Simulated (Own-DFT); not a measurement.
Simulation results for Hf$_{32}$O$_{63}$ (monoclinic hafnia with one vacancy, atoms displaced)

All values are calculated (Own-DFT development build). A calculation, not a measurement: plane-wave density functional theory by an unreviewed code, no spin, of a simulated periodic cell, stress positive in tension, run twice, with PBE and with PBEsol, both on files made for PBE, so the change isn't that of files made for PBEsol, defect cell not probed for a lower state with spin; hafnium file: forces about 75 meV/angstrom off all-electron values; oxygen file: force components 24 meV/angstrom off all-electron in one glass; forces on such cells passed a denser k mesh, this cell's mesh not checked; the far tail of each file's local potential was reset to the Coulomb form; each entry is a single point on an unrelaxed cell, so the pressure reflects the starting lattice, mostly measured values (interpolated for alloys), from which strain is counted, and rises with the displacements; printed positions are rounded, which can move forces by about a meV/angstrom; the program, named Own-DFT, is a retired in-house code; no spin-orbit coupling; stress was not checked against mesh or cutoff.

Common to all runs: functional PBE, then PBEsol; potential files PseudoDojo norm-conserving, scalar-relativistic, standard set; wave cutoff 72 hartree; occupations Fermi-Dirac; smearing width 0.1 eV; k mesh 2 x 2 x 2 centred on Gamma.

(1) 
```xyz
95
Lattice="10.2340 0.0000 0.0000 0.0000 10.3500 0.0000 -1.6955 0.0000 10.4453" Properties=species:S:1:pos:R:3:PBE_force_x:R:1:PBE_force_y:R:1:PBE_force_z:R:1:PBEsol_force_x:R:1:PBEsol_force_y:R:1:PBEsol_force_z:R:1 formula=Hf32O63 PBE_pressure=10.16 PBE_stress_xx=-9.91 PBE_stress_yy=-10.44 PBE_stress_zz=-10.15 PBE_stress_yz=0.08 PBE_stress_xz=-0.97 PBE_stress_xy=-1.16 PBEsol_pressure=3.75 PBEsol_stress_xx=-3.51 PBEsol_stress_yy=-4.09 PBEsol_stress_zz=-3.66 PBEsol_stress_yz=0.07 PBEsol_stress_xz=-0.61 PBEsol_stress_xy=-1.1 rms_change_of_force_components_from_PBE_to_PBEsol=0.069
Hf     1.2202     0.1978     1.1402     -0.024      0.376     -1.634     -0.013      0.438     -1.626
Hf     3.5388     2.7413     1.5867     -3.509      3.552     -3.228     -3.452      3.524     -3.139
Hf     3.1769     5.0379     4.0488     -3.501      2.869      2.165     -3.422      2.734      2.144
Hf     0.7784     2.3345     3.6795     -0.085      2.004      -1.85     -0.072      1.895     -1.841
O      0.0510     1.7090     1.6466     -0.212      0.514      1.839     -0.176       0.47      1.843
O      4.7748     4.2949     0.7036     -1.557      -1.98      0.721     -1.533     -1.892      0.655
O      3.8413     3.4976     3.4411      5.951     -5.662       -0.4      5.785      -5.52     -0.461
O     -0.4083     0.8367     4.4158      1.009      0.813     -0.523      0.981      0.774     -0.474
O      1.9491     4.0034     2.3976       -2.4     -1.098      0.866     -2.272     -1.039       0.84
O      2.7876     1.3302     0.0788     -0.069       0.17      0.307     -0.125      0.144      0.284
O      2.3281     1.2326     2.6909      0.228      0.595     -0.109      0.152      0.579     -0.093
O      1.5242     3.9023     5.0453     -0.912     -0.559      0.999      -0.85     -0.539      0.999
Hf     0.3437     0.1936     6.2967      0.756     -1.751      0.293      0.718      -1.68      0.275
Hf     2.4703     2.9249     6.8543      4.202     -1.159     -3.682      4.098     -1.113     -3.493
Hf     2.1413     5.0461     9.3306      1.733     -0.604      3.285      1.659     -0.637      3.239
Hf     0.0348     2.3484     8.9672     -0.899      0.771      1.286     -0.836      0.721      1.225
O     -0.8433     1.6164     7.0182      0.772      0.352      0.304      0.742      0.349      0.321
O      3.9685     4.3783     5.9911     -4.208     -2.369     -0.175     -4.087     -2.255     -0.222
O      3.3231     3.5507     8.4564      1.351       0.61      2.491      1.289      0.559      2.372
O     -1.2314     0.8830     9.6362      0.545      0.325     -0.781      0.522      0.294     -0.717
O      1.0124     3.8909     7.8481     -1.835      1.217     -1.587     -1.708      1.164     -1.554
O      2.0704     1.2527     5.2082     -2.876      2.596      2.566      -2.87      2.492      2.463
O      1.6381     1.4328     7.8769     -1.681     -2.106      0.896     -1.703     -2.006      0.888
O      0.7143     3.8878    10.4260     -0.906     -1.347     -1.784     -0.804     -1.316     -1.755
Hf     1.0892     5.4443     1.2005      3.538     -2.954     -2.066      3.513     -2.845     -2.046
Hf     3.4903     8.1158     1.5115      1.074     -1.752      1.147      1.059      -1.67      1.177
Hf     2.8863    10.2098     4.1760      2.354     -3.727     -0.797      2.243     -3.711     -0.781
Hf     0.7847     7.4432     3.6462      1.169      1.492      1.914      1.136      1.436      1.847
O      0.0715     6.9768     1.8068      0.172      0.175     -0.031      0.171      0.175      0.033
O      4.6546     9.6492     0.8401       -3.2     -2.398      0.352     -3.128     -2.329      0.287
O      4.0875     8.6839     3.5126       0.91     -0.807     -0.921      0.857     -0.782     -0.971
O     -0.4406     6.0772     4.3408      0.944     -0.511      0.769       0.93     -0.506      0.789
O      1.8406     9.1428     2.6125     -0.451     -0.342      -1.98     -0.373     -0.313     -1.928
O      2.8550     6.3783     0.2694     -0.275      1.993     -1.403     -0.325       1.92     -1.368
O      2.3720     6.3249     2.5595      -0.05      2.505      3.283      -0.14      2.423      3.195
O      1.4583     8.8881     5.0448     -1.367      1.635      0.084     -1.247      1.598      0.071
Hf     0.3142     5.2492     6.2847      1.254      2.172     -0.761      1.225       2.17     -0.778
Hf     2.6289     7.9536     6.6024      -1.59      -0.93      5.625     -1.582     -0.845      5.509
Hf     2.1267    10.1707     9.3683      2.297     -1.078     -2.209      2.248     -1.094       -2.1
Hf    -0.0849     7.3534     8.8621      4.049      5.347     -0.265      4.082      5.053     -0.314
O     -0.7054     6.8474     7.0486     -1.318      0.037     -0.598     -1.263      0.045     -0.488
O      3.6543     9.3143     6.1029      4.383      5.333     -2.216      4.227      5.179     -2.222
O      3.3806     8.6099     8.6437      -0.03      0.207      0.492     -0.017      0.195      0.432
O     -1.1711     6.1452     9.6494     -2.292      -2.41      1.335     -2.222     -2.384      1.323
O      1.0162     9.1320     7.6754     -0.026      0.617     -0.509      0.044      0.621     -0.524
O      1.9327     6.5747     5.4779     -1.273     -3.686     -3.347     -1.306     -3.571     -3.259
O      1.5568     6.3867     7.9997     -0.716      0.334     -0.742      -0.79      0.314      -0.69
O      0.6930     9.1330    10.2496     -1.494     -2.149      1.581     -1.375     -2.051      1.569
Hf     6.2785     0.2395     1.0600      3.054     -0.497      -0.73      2.989     -0.462     -0.724
Hf     8.3918     2.8509     1.5401      2.617      1.615     -0.518      2.529      1.621     -0.498
Hf     8.0746     4.9565     4.2185     -1.341      1.247     -4.025     -1.336      1.204      -3.93
Hf     5.8886     2.3530     3.7736     -0.261      0.949     -0.784     -0.216      0.855      -0.72
O      5.1229     1.7560     1.7276      1.993     -0.117      2.249      1.933     -0.112      2.231
O      9.6957     4.4489     0.7243      0.242     -1.168        0.7       0.23     -1.086      0.627
O      9.2083     3.4290     3.3359      2.404     -1.123      1.273      2.331     -1.119      1.193
O      4.7836     0.8806     4.5324      -0.21       0.45     -1.007     -0.155      0.461     -0.924
O      7.0865     4.1201     2.5265     -1.941     -2.385      0.328     -1.796     -2.329       0.31
O      8.0048     1.4296     0.2221     -1.233     -1.372     -2.747     -1.259     -1.327     -2.658
O      7.4331     1.2083     2.5746     -0.394      1.689      2.429     -0.433       1.65       2.37
O      6.4551     3.7795     5.0900       0.76     -0.934      0.199      0.793     -0.921      0.158
Hf     5.6688     0.2697     6.2651     -3.603     -1.771      1.196     -3.474     -1.658      1.126
Hf     7.7327     2.6848     6.7723     -1.225      2.579      0.146      -1.19      2.544      0.187
Hf     7.4283     5.0317     9.2605     -2.609     -1.888      1.025      -2.57     -1.912      1.044
Hf     5.0619     2.4645     8.9497     -0.523     -0.151     -0.588     -0.498     -0.166     -0.661
O      4.3553     1.7872     7.0728      0.281     -0.798     -0.466      0.308     -0.747     -0.382
O      8.8582     4.3064     5.8565      0.786     -2.222      3.396      0.778      -2.12       3.27
O      8.4805     3.4519     8.4843      1.295      0.357      1.164      1.238      0.325      1.086
O      3.8806     0.7925     9.6860      1.123      2.321     -1.548      1.086      2.237     -1.432
O      6.1315     3.9164     7.8146      0.569     -0.645     -0.512      0.609     -0.657     -0.469
O      7.1366     1.3171     5.3078      0.135     -0.166     -0.891      0.056     -0.186     -0.851
O      6.6066     1.1816     7.9404      0.576      1.134     -0.483      0.531      1.105     -0.499
O      5.8535     3.9426    10.4284      -1.38     -1.246     -1.939     -1.291     -1.204      -1.86
Hf     6.3609     5.4402     0.9977     -1.221     -0.056      3.393     -1.164     -0.021      3.286
Hf     8.6943     7.9998     1.5114     -4.761       0.31     -1.038     -4.654      0.358     -0.985
Hf     8.1482    10.2295     3.9577     -1.162     -2.658      0.925     -1.122      -2.62      0.921
Hf     5.9779     7.4924     3.7295      0.094      1.673     -0.237      0.127      1.538     -0.265
O      5.2690     7.0029     1.9466     -2.648      0.076     -2.168     -2.566      0.105     -2.053
O      9.8171     9.4056     0.5871      0.746     -0.353      1.279      0.699     -0.286      1.229
O      9.2475     8.6603     3.3591      1.013       0.14      0.414      0.969      0.124      0.334
O      4.9023     5.9333     4.4431     -1.165      1.528     -2.682     -1.124       1.48     -2.554
O      6.9480     9.1414     2.3385      0.918     -0.484      2.292      0.964     -0.453      2.211
O      7.8325     6.3986     0.2676      4.292      3.356     -2.731      4.128      3.258      -2.66
O      7.4070     6.4554     2.7879      1.989      0.507      -0.63      1.854      0.491     -0.599
O      6.5589     8.9026     5.1921     -0.206      2.026     -0.422     -0.145      1.992     -0.374
Hf     5.4446     5.4851     6.2455      3.663     -1.728      2.549      3.554     -1.656       2.45
Hf     7.7712     8.1283     6.8677      0.262     -3.692     -1.968      0.153     -3.583     -2.069
Hf     7.3326    10.1735     9.3174     -0.442     -0.896      1.398     -0.502     -0.803      1.484
Hf     5.2127     7.5811     8.8455     -2.845     -0.561      2.419     -2.806     -0.579      2.321
O      4.4325     6.8491     7.1087     -1.978      1.604     -0.498     -1.891      1.582     -0.453
O      8.7641     9.5135     6.0078      2.027      1.489     -0.382      1.957      1.453     -0.389
O      3.9809     6.0745     9.7135     -1.306      0.729     -2.473     -1.258      0.677     -2.359
O      6.2223     9.0244     7.7540     -0.139      1.758     -0.118     -0.042      1.699     -0.122
O      7.1180     6.4386     5.2224      0.132      0.985      2.008       0.05       0.93      1.907
O      6.7085     6.3466     7.8194       0.91      1.287      1.407      0.815      1.267      1.382
O      5.7377     9.0421    10.3912      0.778     -0.128     -1.608      0.823     -0.112     -1.574
```

Units: PBE_pressure, PBE_stress_xx, PBE_stress_yy, PBE_stress_zz, PBE_stress_yz, PBE_stress_xz, PBE_stress_xy, PBEsol_pressure, PBEsol_stress_xx, PBEsol_stress_yy, PBEsol_stress_zz, PBEsol_stress_yz, PBEsol_stress_xz, PBEsol_stress_xy in GPa; rms_change_of_force_components_from_PBE_to_PBEsol, PBE_force_x, PBE_force_y, PBE_force_z, PBEsol_force_x, PBEsol_force_y, PBEsol_force_z in eV/Å.

(2) 
```xyz
95
Lattice="10.2340 0.0000 0.0000 0.0000 10.3500 0.0000 -1.6955 0.0000 10.4453" Properties=species:S:1:pos:R:3:PBE_force_x:R:1:PBE_force_y:R:1:PBE_force_z:R:1:PBEsol_force_x:R:1:PBEsol_force_y:R:1:PBEsol_force_z:R:1 formula=Hf32O63 PBE_pressure=9.22 PBE_stress_xx=-10.87 PBE_stress_yy=-9.27 PBE_stress_zz=-7.53 PBE_stress_yz=1.24 PBE_stress_xz=-0.79 PBE_stress_xy=-0.57 PBEsol_pressure=2.82 PBEsol_stress_xx=-4.42 PBEsol_stress_yy=-2.91 PBEsol_stress_zz=-1.12 PBEsol_stress_yz=1.22 PBEsol_stress_xz=-0.4 PBEsol_stress_xy=-0.65 rms_change_of_force_components_from_PBE_to_PBEsol=0.067
Hf     1.1605     0.1372     1.0583      0.637     -0.962      1.382      0.586      -0.93       1.32
Hf     3.5063     2.8203     1.4595      0.415     -1.584      1.503      0.447     -1.475      1.465
Hf     2.9690     4.9108     4.0411      1.235     -0.502      1.258      1.161     -0.486      1.256
Hf     0.7497     2.3356     3.6908      2.045      1.777      0.906      2.038      1.665      0.885
O      0.0156     1.5921     1.8702     -0.876      1.508     -0.942     -0.855      1.502      -0.85
O      4.5659     4.3115     0.7666      1.793      0.718     -0.176      1.714      0.703     -0.212
O      4.3226     3.3035     3.4450     -6.406      4.748     -0.496     -6.258      4.616     -0.539
O     -0.3846     0.9440     4.3076     -0.652     -1.439      1.872     -0.628     -1.429      1.853
O      1.7713     3.9630     2.6130      0.941      -0.54      -1.61      0.987     -0.504     -1.554
O      2.8706     1.3317     0.0171     -1.041       0.03      1.622     -1.055      0.023      1.536
O      2.2675     1.3028     2.9534      1.398      0.178     -3.563      1.302       0.16     -3.415
O      1.4080     3.8609     5.1688      1.481      0.343     -0.551      1.505      0.354     -0.539
Hf     0.3635     0.1625     6.2268      1.512      0.395      1.281      1.487      0.389      1.223
Hf     2.6073     2.8007     6.6952      0.238      0.272      1.324      0.214      0.248      1.365
Hf     2.1404     5.0580     9.3476      1.405     -3.656      0.181      1.329     -3.595      0.243
Hf    -0.0625     2.2508     8.9041      0.057      2.539       1.68      0.079       2.43      1.572
O     -0.7186     1.8062     7.0762      0.491     -1.903     -1.381       0.47     -1.835      -1.25
O      3.9347     4.5252     5.9762     -9.882      -6.86     -0.153     -9.682     -6.685     -0.229
O      3.4662     3.2990     8.5668     -2.368      3.116      0.944     -2.303      2.978      0.854
O     -1.2326     0.7745     9.6664     -0.103       0.35     -0.463     -0.078      0.314     -0.403
O      1.0151     3.8477     7.7212       0.68      1.161      0.846      0.723      1.134      0.807
O      1.9166     1.4164     5.2724     -0.411     -0.732      1.592      -0.45     -0.731      1.527
O      1.4503     1.3680     7.9656      1.603     -1.839      -1.28      1.508      -1.78     -1.224
O      0.6883     3.8199    10.4264     -1.175      0.481      -1.35     -1.061      0.506     -1.296
Hf     1.3099     5.4073     1.0377     -1.238     -0.575      3.096     -1.015      -0.42      3.037
Hf     3.5589     7.8795     1.4114      0.362      4.088      3.357      0.387      4.029      3.328
Hf     2.9570    10.2233     4.1740      1.081     -1.225     -1.579      1.019      -1.17     -1.534
Hf     0.9141     7.4402     3.7755     -1.829      2.447     -2.031     -1.804      2.346         -2
O      0.1481     6.9722     1.8053      0.831     -1.574     -0.779       0.85      -1.54     -0.704
O      4.5381     9.5552     0.9465     -0.306      -0.28     -1.451     -0.291     -0.302     -1.461
O      4.2830     8.5402     3.3203     -2.419      1.389      1.409      -2.33      1.298      1.316
O     -0.3142     6.1185     4.5161      0.302     -0.221     -1.081       0.34     -0.228     -1.017
O      1.8724     9.1607     2.5665      0.439     -0.561     -0.707      0.463     -0.526     -0.682
O      2.9611     6.4613     0.2254     -1.443     -1.633     -3.599     -1.464      -1.64     -3.505
O      2.4794     6.3109     2.7035     -0.338      1.153      -0.22     -0.393      1.103     -0.206
O      1.4840     9.1141     5.1512     -0.293     -1.214      0.268     -0.251     -1.142      0.252
Hf     0.5072     5.4006     6.3220     -3.896     -1.107      -1.69     -3.814     -1.047     -1.685
Hf     2.7239     7.8485     6.8422     -6.422      5.425      -1.57     -6.296      5.333     -1.488
Hf     2.1164    10.2316     9.2843      0.823     -1.211      1.301      0.786     -1.197      1.304
Hf    -0.0845     7.4836     8.9815      0.426      3.435     -2.665      0.418      3.354      -2.64
O     -0.7514     6.9726     6.9625     -0.233      0.861      1.236     -0.221       0.84      1.259
O      3.8295     9.6684     6.1264     -5.751     -4.509     -0.486     -5.603     -4.379     -0.531
O      3.2944     8.6137     8.6995      0.379     -0.536     -0.253      0.384     -0.555     -0.324
O     -1.0858     5.9705     9.6400     -0.489     -0.615     -0.066     -0.492     -0.608     -0.021
O      0.9971     9.0769     7.7258     -0.118      0.708     -0.042     -0.066      0.712      -0.03
O      2.0751     6.5236     5.2848      0.287     -0.369       0.55      0.219     -0.386      0.534
O      1.4551     6.3288     7.8583      1.585      1.557      1.944      1.499      1.517      1.885
O      0.5603     8.9634    10.3055      0.072     -0.091      0.001      0.107     -0.087     -0.017
Hf     6.3654     0.2131     1.1181     -1.373     -0.758      1.169     -1.305     -0.703      1.116
Hf     8.6424     2.9197     1.6477     -1.011     -1.817     -1.558     -1.101     -1.876     -1.409
Hf     8.1393     4.9164     4.0773     -1.207      3.206      3.102     -1.196      3.119      3.067
Hf     5.8420     2.3686     3.7050      4.971     -3.531       1.27      4.843     -3.514      1.226
O      5.2069     1.7075     1.8841     -1.223       0.64     -2.326     -1.193      0.647     -2.225
O      9.4257     3.5893     3.4861     -0.651      -1.04     -2.328     -0.661     -1.051      -2.34
O      4.6984     0.8012     4.2534      0.414     -0.552      1.257      0.377     -0.526      1.266
O      6.9379     4.0840     2.5184      1.155     -2.091     -0.006      1.217     -2.033     -0.021
O      7.7463     1.3031     0.1465      2.462      0.577     -0.395      2.305      0.551     -0.401
O      7.5139     1.1403     2.6410      0.642      1.513      0.974      0.579      1.464      0.934
O      6.5641     3.6873     5.0760      0.559      2.734      0.894      0.585      2.679      0.832
Hf     5.4186     0.0733     6.3035      4.984      5.362     -0.868       4.89      5.249     -0.854
Hf     7.8183     2.7296     6.9286     -3.439      1.655     -4.591     -3.374      1.647     -4.415
Hf     7.3922     5.1148     9.2980     -1.895     -2.868     -0.577     -1.896     -2.779     -0.688
Hf     5.1090     2.2830     8.9753      0.289      0.392     -0.976       0.29      0.363     -0.969
O      4.1644     1.6721     6.9687      2.057     -0.789     -0.097       1.98     -0.751      -0.06
O      8.8831     4.5093     5.9793       0.03     -2.014      1.378      0.059     -1.933      1.266
O      8.5316     3.5022     8.5521      0.706       1.24      2.951      0.673      1.177      2.806
O      3.8629     0.8129     9.6780     -0.513     -0.091     -0.936     -0.496     -0.105     -0.869
O      6.1662     3.8142     7.8073      0.014      1.325     -0.115      0.082       1.26     -0.091
O      7.0080     1.3779     5.3041      0.528     -1.602      0.408      0.461     -1.572      0.377
O      6.7050     1.2389     7.9858     -0.173      0.089      0.177     -0.212      0.099      0.197
O      5.7743     3.7071    10.4289      0.837      1.673      0.058      0.856      1.632      0.087
Hf     6.4800     5.3324     1.0031     -1.652      0.731      1.791     -1.587      0.765      1.753
Hf     8.5032     8.0293     1.4816     -0.336     -2.439      2.843     -0.376     -2.317      2.818
Hf     8.2354    10.1824     4.1274     -2.558     -1.001     -2.174     -2.478     -1.007     -2.092
Hf     5.7921     7.5051     3.7824      3.969     -0.044     -1.812      3.875     -0.074      -1.81
O      5.1630     6.7993     1.7645      1.277     -0.831      0.062      1.223      -0.78       0.08
O      9.6384     9.4063     0.8397      2.334      2.411     -1.048      2.279      2.364     -1.065
O      9.3732     8.6123     3.4221     -0.005       0.66      0.675     -0.025      0.644      0.611
O      4.7749     6.0042     4.5211     -1.042      0.495     -2.882     -1.006      0.475     -2.754
O      7.0233     8.9918     2.4398     -0.699      1.015      1.169     -0.601      0.996      1.095
O      7.8409     6.4859     0.0758      1.824      0.669     -0.792      1.698      0.643     -0.786
O      7.5913     6.4967     2.7468     -0.651     -0.889     -0.666     -0.687     -0.875     -0.654
O      6.5978     8.9743     5.1822     -0.726      0.218     -0.648     -0.657      0.212      -0.59
Hf     5.3942     5.3395     6.2440      10.69       2.07      2.627      10.46      2.096      2.504
Hf     7.7285     8.0932     6.6817      0.594      -3.06      0.188      0.548     -2.974       0.19
Hf     7.2366    10.0505     9.3410     -0.585      1.932      1.556     -0.579      1.832       1.52
Hf     5.0190     7.5268     8.9071      2.443      2.754      0.189      2.371      2.633       0.19
O      4.2246     6.9525     6.9336      5.521     -2.558      1.323      5.384     -2.512      1.341
O      8.8385     9.6876     5.9903      0.195     -0.959      1.593      0.208     -0.925      1.479
O      8.4061     8.5989     8.7592      0.989     -1.343     -0.949      0.956     -1.297     -0.963
O      3.9703     6.1620     9.5976     -3.134     -3.217       0.12     -3.046     -3.133      0.158
O      6.1755     9.2298     7.7616     -0.442     -2.116     -0.056     -0.358     -2.044     -0.071
O      7.1737     6.4786     5.3245     -0.948       0.95       0.42     -0.966      0.942      0.405
O      6.6518     6.5021     7.9038     -0.517      0.304      0.637     -0.545      0.299      0.663
O      5.6290     9.0829    10.4214      0.471     -1.945     -2.394      0.539     -1.884     -2.321
```

Units: PBE_pressure, PBE_stress_xx, PBE_stress_yy, PBE_stress_zz, PBE_stress_yz, PBE_stress_xz, PBE_stress_xy, PBEsol_pressure, PBEsol_stress_xx, PBEsol_stress_yy, PBEsol_stress_zz, PBEsol_stress_yz, PBEsol_stress_xz, PBEsol_stress_xy in GPa; rms_change_of_force_components_from_PBE_to_PBEsol, PBE_force_x, PBE_force_y, PBE_force_z, PBEsol_force_x, PBEsol_force_y, PBEsol_force_z in eV/Å.
